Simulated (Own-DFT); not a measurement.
# Strain and stress in wurtzite AlN, 72 atoms (Al36N36)

All numbers below are calculated, not measured. The program, named Own-DFT, is a retired in-house plane-wave density functional code that no person has reviewed. Each row is one single-point run on a periodic cell that was not relaxed, without spin or spin-orbit coupling.

Settings of every run: PBE; PseudoDojo norm-conserving scalar-relativistic files; cutoff 42 hartree; 4 x 4 x 3 k mesh centred on Gamma; Gaussian smearing of 0.01 eV.

Known limits: k mesh not checked against a denser one; stress not checked against mesh or cutoff.

Unstrained cell vectors in Å: (9.336, 0.000, 0.000); (-4.668, 8.085, 0.000); (0.000, 0.000, 9.964). The unstrained cell has measured lattice constants (interpolated for alloys), not those of this functional. That, the random moves and any unrelaxed bonds set the pressure at no strain. Each run strains this cell uniformly, with the atoms carried along. Every atom was also moved at random, by a Gaussian of width 0.05 Å on each axis. Strain is the symmetric tensor, in per cent. Stress is positive in tension, and the pressure is minus a third of its trace.

| run | e_xx (%) | e_yy (%) | e_zz (%) | s_xx (GPa) | s_yy (GPa) | s_zz (GPa) | P (GPa) | E (meV/atom) |
|---|---|---|---|---|---|---|---|---|
| 1 | -0.25 | -0.25 | 0.00 | -7.80 | -5.77 | -5.62 | 6.39 | 10.4 |
| 2 | -1.75 | -1.75 | 0.00 | -14.59 | -15.58 | -10.92 | 13.70 | 42.0 |
| 3 | 1.50 | 1.50 | 0.00 | 3.23 | 1.70 | -2.01 | -0.98 | 3.3 |
| 4 | 3.00 | 3.00 | 0.00 | 10.55 | 8.36 | -1.28 | -5.88 | 18.3 |
| 5 | -0.75 | -0.75 | 0.00 | -8.36 | -10.53 | -7.63 | 8.84 | 21.2 |
| 6 | -2.25 | -2.25 | 0.00 | -22.89 | -17.54 | -8.54 | 16.32 | 47.6 |
| 7 | 2.00 | 2.00 | 0.00 | 4.32 | 5.78 | -1.57 | -2.84 | 0.0 |
| 8 | 0.75 | 0.75 | 0.00 | -0.70 | -1.91 | -3.26 | 1.96 | 3.3 |
| 9 | -2.00 | -2.00 | 0.00 | ? | ? | ? | ? | ? |

E is the free energy for each atom above the lowest run shown.

## Worked fit

The change of volume is close to e_xx + e_yy + e_zz. A straight line through the runs shown gives P = 5.96 - 214 x (fractional change of volume) GPa, with an error of 8 on the slope and a scatter of 0.77 GPa. The strain isn't the same on all axes and the cell isn't cubic, so the slope belongs to this path and is not the bulk modulus.

## Withheld run

Question: what pressure should run 9 give? Its volume changes by -3.96 %.

The line gives 14.4 GPa. The calculation gave 15.43 GPa.
